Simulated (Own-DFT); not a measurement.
# What a defect does to the pressure of its cell: B20 RuSi

The numbers are computed, not measured, by runs of the plane-wave DFT program Own-DFT (in-house, retired, unreviewed) at fixed positions, with no spin and no spin-orbit coupling.

All runs used: PBE; PseudoDojo norm-conserving scalar-relativistic files; cutoff 50 hartree; 5 x 4 x 5 k mesh centred on Gamma; cold (Marzari-Vanderbilt) smearing of 0.2 eV.

Limits (not all hold for every row): not probed for a lower state with spin; forces on such cells failed a check on a denser k mesh; stress not checked against mesh or cutoff.

All runs share one cell, with vectors in Å (4.709, 0.000, 4.709); (0.000, 9.417, 0.000); (-4.709, 0.000, 4.709) and a volume of 417.6 Å³. The atoms are randomly displaced, by u rms on each axis. The defect's site can differ from row to row.

| cell | formula | u (Å) | P (GPa) |
|---|---|---|---|
| no defect | Ru16Si16 | 0.0198 | 4.93 |
| no defect | Ru16Si16 | 0.0232 | 4.97 |
| no defect | Ru16Si16 | 0.0556 | 7.65 |
| one Ru on a Si site | Ru17Si15 | 0.0342 | 7.77 |
| one Ru on a Si site | Ru17Si15 | 0.0474 | 9.56 |
| one Ru on a Si site | Ru17Si15 | 0.0502 | 9.74 |
| one Ru vacancy | Ru15Si16 | 0.0291 | 3.43 |
| one Ru vacancy | Ru15Si16 | 0.0440 | 4.00 |
| one Ru vacancy | Ru15Si16 | 0.0464 | 3.51 |
| one Si on a Ru site | Ru15Si17 | 0.0324 | 5.66 |
| one Si on a Ru site | Ru15Si17 | 0.0326 | 5.22 |
| one Si on a Ru site | Ru15Si17 | 0.0467 | 7.10 |
| one Si vacancy | Ru16Si15 | 0.0259 | 1.84 |
| one Si vacancy | Ru16Si15 | 0.0318 | ? |
| one Si vacancy | Ru16Si15 | 0.0463 | 3.35 |
| one Si vacancy | Ru16Si15 | 0.0493 | 4.08 |

## Worked fit

P = P0 + c u² + a shift for each defect gives P0 = 4.42 GPa, c = 1065 ± 132 GPa/Å² and a scatter of 0.40 GPa. The shifts, and each times the cell's volume:

- one Ru on a Si site: 2.49 ± 0.34 GPa, 6.5 eV
- one Si on a Ru site: 0.05 ± 0.33 GPa, 0.1 eV (not resolved)
- one Ru vacancy: -2.53 ± 0.33 GPa, -6.6 eV
- one Si vacancy: -3.19 ± 0.33 GPa, -8.3 eV

Against the defect-free cell, a freed cell would be larger where the shift is positive and smaller where it is negative (160.2 GPa Å³ is 1 eV). The atoms around the defects weren't relaxed, which would change these numbers.

## Prediction

Asked: what pressure belongs in the blank (one Si vacancy, u = 0.0318 Å)?

The fit gives 2.31 ± 0.47 GPa. Computed: 1.65 GPa.
